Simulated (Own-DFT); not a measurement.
SiC (4H silicon carbide, atoms displaced), SiC (2H silicon carbide, atoms displaced), GaP (zincblende, strained, atoms displaced) (calculated)

Computed with Own-DFT development build. A calculation, not a measurement: plane-wave PBE density functional theory by an unreviewed code, no spin, of a simulated periodic cell, stress positive in tension, free energy of the whole cell less one offset for each atom, forces on such cells passed a denser k mesh, this cell's mesh not checked; offsets are fitted by least squares, one for each functional and potential file, so energies compare only between cells with the same atoms and settings and are not formation energies; the far tail of each file's local potential was reset to the Coulomb form; each entry is a single point on an unrelaxed cell, so the pressure reflects the starting lattice, mostly measured values (interpolated for alloys), from which strain is counted, and rises with the displacements; printed positions are rounded, which can move forces by about a meV/angstrom; the program, named Own-DFT, is a retired in-house code; no spin-orbit coupling.

Common to all runs: functional PBE; potential files PseudoDojo norm-conserving, scalar-relativistic, standard set; wave cutoff 42 hartree; occupations Fermi-Dirac; smearing width 0.1 eV; hardware one NVIDIA H100.

(1) 
```xyz
32
Lattice="6.1654 0.0000 0.0000 -3.0827 5.3394 0.0000 0.0000 0.0000 10.0681" Properties=species:S:1:pos:R:3:force_x:R:1:force_y:R:1:force_z:R:1 formula=SiC k_mesh=5_x_5_x_3_centred_on_Gamma free_energy_of_cell_above_offsets=7.767 pressure=13.37 stress_xx=-13.19 stress_yy=-11.56 stress_zz=-15.35 stress_yz=-0.86 stress_xz=2.56 stress_xy=2.74 wall_time=113.9
Si     0.0902     0.0908     4.0188     -6.106      1.372      4.121
Si    -0.1582     1.7294     1.4874      2.354      0.743      1.506
C      3.0393     5.1388     1.0882      4.947      5.756     -3.816
C     -0.0716     1.8473     3.4500      3.563     -0.809     -1.369
Si    -1.4328     2.6679     4.0879     -4.609      1.583      0.731
Si    -1.4073     4.4255     1.6056     -5.443     -0.947      2.902
C     -1.5629     2.7810     0.9253     -0.244     -2.901     -1.246
C     -1.7883     4.4399     3.5170      7.839     -3.054     -3.291
Si     0.0443     5.3029     4.0062     -4.594      2.253     -0.696
Si     3.1056     1.7898     1.6953     -0.862      1.077     -8.391
C     -0.1039     5.2639     0.9902      5.125      4.006     -2.433
C      3.1187     1.6866     3.2862     -0.304      1.221      9.634
Si     1.5159     2.7710     4.2310      0.411     -1.303     -6.344
Si     1.6089     4.4164     1.4837     -5.372      6.479      6.625
C      1.6092     2.9361     0.9992     -1.261     -12.56     -2.772
C      1.4682     4.5011     3.7678       4.83     -1.847     -5.242
Si    -3.0102     5.3126     9.1102     -0.661      1.916     -0.104
Si     3.0915     3.3657     6.6084     -0.612      5.445     -0.475
C      3.0282     5.2827     5.9377      0.811      1.835      0.926
C      3.1412     3.6414     8.4708     -3.059     -1.473     -0.587
Si    -1.5822     2.8645     9.0513      0.273     -4.413      2.507
Si     4.5970     1.0181     6.6579      1.459     -1.992     -3.711
C     -1.5002     2.8914     5.9761      1.442     -3.442      0.269
C      4.6691     0.8609     8.4537     -0.436      1.242      2.405
Si     0.1071     5.3369     9.1409     -2.594      1.048     -0.247
Si     0.0351     3.7236     6.7224      0.146     -0.734     -3.443
C      3.0909     0.0186     5.7442     -0.494      1.979      6.654
C     -0.0111     3.4900     8.5384      0.666      3.267     -0.705
Si     1.4615     2.8129     9.2565       3.17     -2.863     -1.653
Si     1.5448     0.9769     6.5639     -1.226     -3.163     -2.516
C      1.5823     2.6729     5.8908     -1.169     -0.308      5.624
C      1.4859     0.9257     8.3310      2.012       0.59      5.136
```

Units: free_energy_of_cell_above_offsets in eV; pressure, stress_xx, stress_yy, stress_zz, stress_yz, stress_xz, stress_xy in GPa; wall_time in s; force_x, force_y, force_z in eV/Å.

(2) 
```xyz
32
Lattice="6.1654 0.0000 0.0000 -3.0827 5.3394 0.0000 0.0000 0.0000 10.0681" Properties=species:S:1:pos:R:3:force_x:R:1:force_y:R:1:force_z:R:1 formula=SiC k_mesh=5_x_5_x_3_centred_on_Gamma free_energy_of_cell_above_offsets=-4.645 pressure=3.83 stress_xx=-2.74 stress_yy=-3.33 stress_zz=-5.41 stress_yz=-0.53 stress_xz=-0.27 stress_xy=-0.02 wall_time=119.4
Si     3.0920     5.2873    10.0564     -1.136      1.066     -0.071
Si    -0.0380     1.7952     2.5019      1.373     -0.923       0.25
C      3.0869     5.3190     1.8886      -0.03      0.221      0.115
C     -0.0039     1.7486     4.4444     -0.137      1.409     -1.143
Si    -0.0101     0.0291     5.0169      0.477     -1.393      0.465
Si     0.0287     1.7164     7.4947     -1.247      1.301      0.908
C      3.0748     5.3289     6.9203      0.152      -1.01     -0.507
C     -0.0403     1.7618     9.4175       0.31     -0.165      0.113
Si     4.5847     2.6611    10.0645       0.82      0.661     -0.593
Si    -1.5384     4.4299     2.5413     -0.185      0.659     -0.615
C     -1.5159     2.6792     1.8864     -1.099     -0.235      0.181
C     -1.5080     4.4423     4.3992     -1.039     -0.167      0.139
Si     4.5849     2.6466     4.9941      0.844      0.545      0.554
Si    -1.4937     4.4120     7.5259     -1.762      0.164      0.523
C      4.6110     2.6809     6.8512      0.182     -0.992      1.203
C     -1.5747     4.4879     9.4239      1.207     -1.174      0.281
Si     3.0575     0.0558     0.0791      0.174     -1.321     -2.023
Si     3.0874     1.7770     2.5415     -0.303     -0.025     -0.418
C      3.0544     0.0002     1.9013      0.762     -0.008      0.885
C      3.0749     1.7678     4.4367     -0.842      0.256     -0.502
Si    -0.0130     5.3283     5.0127      0.549     -0.069      0.843
Si     3.0240     1.8069     7.5238      2.076     -0.991      0.519
C     -0.0143     5.2959     6.9877      0.447       1.33     -1.894
C      3.0614     1.7890     9.4391      0.127     -0.058     -0.205
Si     1.5321     2.6225    10.0392     -0.906      1.239      0.056
Si     1.5656     4.3988     2.5023     -0.523       1.19      -0.89
C      1.5442     2.6745     1.8643     -0.106     -0.906       0.48
C      1.5545     4.4785     4.3376     -0.339     -0.514      1.542
Si     1.5067     2.7104     5.0437      0.605     -0.329     -0.234
Si     1.5004     4.4157     7.5693      0.954       1.41      0.426
C      1.5608     2.7003     6.9555     -1.221     -0.701      -1.22
C      1.5145     4.4588     9.4346     -0.186     -0.469      0.832
```

Units: free_energy_of_cell_above_offsets in eV; pressure, stress_xx, stress_yy, stress_zz, stress_yz, stress_xz, stress_xy in GPa; wall_time in s; force_x, force_y, force_z in eV/Å.

(3) 
```xyz
32
Lattice="6.1654 0.0000 0.0000 -3.0827 5.3394 0.0000 0.0000 0.0000 10.0681" Properties=species:S:1:pos:R:3:force_x:R:1:force_y:R:1:force_z:R:1 formula=SiC k_mesh=5_x_5_x_3_centred_on_Gamma free_energy_of_cell_above_offsets=3.306 pressure=9.83 stress_xx=-11.99 stress_yy=-5.91 stress_zz=-11.6 stress_yz=-1.34 stress_xz=1.52 stress_xy=-0.71 wall_time=125.1
Si    -0.0152     0.0558     0.1339       0.02     -0.193     -2.568
Si     0.0148     1.7575     2.5447      1.913      1.657      -0.26
C      0.0617     0.1323     2.0081     -0.867      -5.67     -2.502
C      0.0415     1.7049     4.2605     -1.271      1.005      4.674
Si     3.0925     5.2565     4.9266     -2.717      2.082      0.725
Si    -0.0644     1.6661     7.5712      1.839      1.527      0.323
C     -3.0299     5.2856     6.8557     -0.192      0.096      0.039
C     -0.0638     1.8518     9.4983      0.089     -1.492      0.523
Si     4.5352     2.5987     0.2594      1.254       0.87     -8.663
Si    -1.4726     4.3103     2.4402     -0.576      6.161      2.404
C     -1.5066     2.6473     1.9493        3.7       0.78      0.306
C     -1.6777     4.3787     4.3513       3.74      1.307     -0.753
Si     4.4480     2.7080     4.8435       5.52     -1.964      4.053
Si    -1.6136     4.3247     7.5809      0.915     -0.915     -1.086
C      4.5733     2.4132     6.9488      1.907      4.047     -2.094
C     -1.4730     4.3634     9.3984     -3.414     -0.218      2.331
Si    -0.1043     5.3076     9.9811       2.06      1.599      0.768
Si     3.2303     1.9436     2.3370      -8.18     -5.148      4.913
C      3.1026     0.0197     1.8329     -0.819      0.509     -0.335
C      3.0124     1.9675     4.4529     -0.512     -5.331     -3.354
Si     0.0041     5.2964     5.2267     -1.784       1.43     -5.926
Si     3.1214     1.7576     7.5866     -3.683     -0.207      0.377
C     -0.0917     5.3319     6.9129     -0.025     -0.573      4.103
C      2.9473     1.8877     9.4585      2.653     -2.466       0.67
Si     1.5366     2.7558    10.0590      -2.76      0.136      0.181
Si     1.4668     4.4709     2.4551       1.53     -0.136      2.253
C      1.5168     2.6500     1.9334      1.336      1.868     -1.897
C      1.4028     4.4768     4.4751       1.76     -1.177     -1.162
Si     1.5597     2.5841     5.1257     -3.585      2.175     -1.227
Si     1.5510     4.5740     7.4316     -0.604     -3.268      1.441
C      1.5333     2.6379     6.9503     -0.489      0.263      0.925
C      1.4748     4.4859     9.3637      1.245      1.248      0.817
```

Units: free_energy_of_cell_above_offsets in eV; pressure, stress_xx, stress_yy, stress_zz, stress_yz, stress_xz, stress_xy in GPa; wall_time in s; force_x, force_y, force_z in eV/Å.

(4) 
```xyz
64
Lattice="10.8620 0.0000 0.0000 0.0000 10.8620 0.0000 0.0000 0.0000 10.9439" Properties=species:S:1:pos:R:3:force_x:R:1:force_y:R:1:force_z:R:1 formula=GaP k_mesh=3_x_3_x_3_centred_on_Gamma free_energy_of_cell_above_offsets=-35.039 pressure=3.13 stress_xx=-3.31 stress_yy=-3.29 stress_zz=-2.8 stress_yz=-0.18 stress_xz=0.15 stress_xy=0.35 wall_time=518.6
Ga    10.8122     0.0105     0.0314      0.619      0.182     -0.221
Ga    10.8251     2.7540     2.7047       0.14     -0.391      0.394
Ga     2.6799    10.8064     2.7526      0.495      0.723     -0.378
Ga     2.7717     2.6885    10.9345     -0.725      0.247      0.092
P      1.3256     1.3708     1.3873      0.463     -0.097     -0.194
P      1.3962     4.0286     4.1065     -0.862      0.726      -0.37
P      4.0937     1.3157     4.0983     -0.422       0.54      0.232
P      4.0872     4.0740     1.3488     -0.051     -0.104      0.328
Ga     0.0777    10.8544     5.5020     -1.288      0.406     -0.254
Ga     0.0272     2.7146     8.1995     -0.498      0.228     -0.277
Ga     2.7033    10.8373     8.2150       0.08      0.112      0.354
Ga     2.6969     2.8144     5.4958      0.598     -1.358      0.134
P      1.3388     1.3416     6.8659      0.645       0.48     -0.184
P      1.3155     4.0575     9.5511      1.013      0.247      0.326
P      4.0989     1.3876     9.5578      -0.38     -0.669      -0.05
P      4.0713     4.1192     6.8419     -0.575      0.229      0.336
Ga     0.0381     5.4431    10.9283     -0.363      -0.15      0.293
Ga     0.0022     8.1530     2.7621      0.291      0.188     -0.189
Ga     2.6859     5.4247     2.7109      0.554     -0.146      0.303
Ga     2.6841     8.1466    10.9290      0.239      0.377      0.631
P      1.3831     6.7916     1.3936     -0.452      0.154     -0.254
P      1.3472     9.5553     4.1225      0.146     -1.058      0.106
P      4.0495     6.8135     4.0946      0.122     -0.164     -0.086
P      4.0984     9.5266     1.3516     -0.373     -0.128     -0.099
Ga     0.0261     5.4063     5.5037      0.298      0.257     -0.347
Ga    10.8523     8.1488     8.1882     -0.432      0.281      0.578
Ga     2.6995     5.5435     8.2554      0.325     -0.816      0.268
Ga     2.6948     8.1273     5.4959     -0.046      0.153     -0.046
P      1.3315     6.8000     6.9147      0.106      0.034     -0.987
P      1.3404     9.4898     9.6163     -0.324      0.339      -0.32
P      4.0667     6.8704     9.6303      0.468     -0.643     -0.324
P      4.0676     9.4773     6.8793     -0.003      0.203     -0.477
Ga     5.4569     0.0548     0.0030     -0.291     -0.521     -0.413
Ga     5.4728     2.6934     2.7246     -0.426      0.104       0.21
Ga     8.1452    10.8302     2.7194     -0.017      0.167     -0.292
Ga     8.1623     2.7024    10.9409      -0.56       0.21     -0.026
P      6.7676     1.3317     1.3596      0.763       0.32      0.047
P      6.8052     4.0817     4.0815      0.073      0.139     -0.032
P      9.4624     1.3453     4.0312       0.55      0.241      1.035
P      9.4717     4.0778     1.3807      0.564      0.172      -0.73
Ga     5.4401    10.8333     5.4796     -0.214       0.32      0.266
Ga     5.3515     2.7002     8.1514      0.683      0.275      0.158
Ga     8.1855     0.0020     8.1969     -0.433      0.788      0.616
Ga     8.1562     2.7666     5.4998      -0.01     -0.446     -0.488
P      6.7896     1.3781     6.8436      0.065     -0.178     -0.042
P      6.7441     4.0655     9.5500      0.141     -0.181      0.144
P      9.5541     1.4180     9.6034     -0.459     -0.562     -0.404
P      9.4957     4.1378     6.8302       0.27     -0.826      0.252
Ga     5.4443     5.4468     0.0300       -0.3     -0.176     -0.526
Ga     5.4618     8.1742     2.7187     -0.402     -0.073      0.213
Ga     8.1939     5.4411     2.6756     -0.405      0.326      0.841
Ga     8.1336     8.1629    10.8924      0.129     -0.383      0.417
P      6.7503     6.7632     1.3876       0.77      0.601     -0.215
P      6.7798     9.5512     4.0871      0.194      -0.63       0.11
P      9.5648     6.8123     4.1188      -0.34     -0.509     -0.128
P      9.5369     9.5018     1.3612     -0.624     -0.436       0.09
Ga     5.3968     5.3923     5.4454      0.328       0.47     -0.213
Ga     5.4430     8.1407     8.1849      0.121     -0.085      0.271
Ga     8.1202     5.4081     8.1882      -0.05      0.101      0.436
Ga     8.1705     8.1664     5.4099     -0.347     -0.028      0.626
P      6.7822     6.7465     6.8484      0.014      0.469     -0.663
P      6.7986     9.5197     9.5535     -0.174       0.19      0.007
P      9.5020     6.7432     9.5616     -0.084      0.386      0.009
P      9.4732     9.5512     6.8808      0.665     -0.626     -0.897
```

Units: free_energy_of_cell_above_offsets in eV; pressure, stress_xx, stress_yy, stress_zz, stress_yz, stress_xz, stress_xy in GPa; wall_time in s; force_x, force_y, force_z in eV/Å.

(5) 
```xyz
32
Lattice="6.1654 0.0000 0.0000 -3.0827 5.3394 0.0000 0.0000 0.0000 10.0681" Properties=species:S:1:pos:R:3:force_x:R:1:force_y:R:1:force_z:R:1 formula=SiC k_mesh=5_x_5_x_3_centred_on_Gamma free_energy_of_cell_above_offsets=-4.788 pressure=3.65 stress_xx=-1.84 stress_yy=-2.47 stress_zz=-6.66 stress_yz=0.53 stress_xz=0.22 stress_xy=0.11 wall_time=120.5
Si     0.0091     0.0266     0.0203      0.199     -0.825     -2.048
Si    -0.0174     1.7613     2.5592      0.705      0.204     -1.354
C      3.0678     5.3054     1.8174      0.021      0.845      2.475
C      0.0093     1.8153     4.4126     -0.172      -1.54      0.419
Si     3.1080     5.2740     5.0702     -0.371      1.431      -0.41
Si    -0.0580     1.7930     7.5440      1.137      0.484      0.405
C     -0.0007     0.0514     6.9547      0.157     -1.266     -0.702
C     -0.0175     1.7618     9.4328      0.268       0.87      0.316
Si    -1.5533     2.6982     0.0005      0.136     -0.999     -0.324
Si    -1.5808     4.4484     2.5306      0.224     -0.551     -0.651
C      4.6148     2.6406     1.8851      0.342      0.548      0.452
C     -1.5308     4.4329     4.3972     -0.259      -0.35      0.532
Si     4.6310     2.6235     5.0425     -0.541       0.59      0.088
Si    -1.5573     4.4124     7.5422        0.5       1.42      0.591
C      4.5682     2.6768     6.9479      0.603     -0.372     -0.835
C     -1.5055     4.4243     9.4320     -0.441      0.944      0.436
Si     3.1112     0.0043     0.0631     -0.398     -0.376     -1.897
Si     3.1024     1.8174     2.5476     -0.726     -1.258     -0.366
C     -0.0590     5.3061     1.8933      1.046      0.906      1.027
C      3.0519     1.7519     4.4390      0.699      0.725     -0.543
Si     3.0644     0.0114     5.0248      0.674     -0.814      0.507
Si     3.0864     1.7606     7.5802     -0.999     -0.019     -0.988
C      0.0290     5.3357     6.9372     -1.047     -0.164     -0.648
C      3.0555     1.7671     9.4017      0.858      0.009      1.521
Si     1.5766     2.6762    10.0466     -1.032      -0.04      0.199
Si     1.5418     4.4735     2.5040     -0.444     -1.036       -0.1
C      1.5734     2.6493     1.9000     -0.832      0.442     -0.067
C      1.5639     4.4147     4.4080     -0.296      1.341     -0.236
Si     1.5367     2.6935     5.0300      0.045     -0.812      0.321
Si     1.5437     4.4559     7.5100       0.18     -0.351      0.877
C      1.5355     2.6676     6.9036     -0.175     -0.048      0.491
C      1.5622     4.4574     9.4177     -0.062       0.06      0.511
```

Units: free_energy_of_cell_above_offsets in eV; pressure, stress_xx, stress_yy, stress_zz, stress_yz, stress_xz, stress_xy in GPa; wall_time in s; force_x, force_y, force_z in eV/Å.
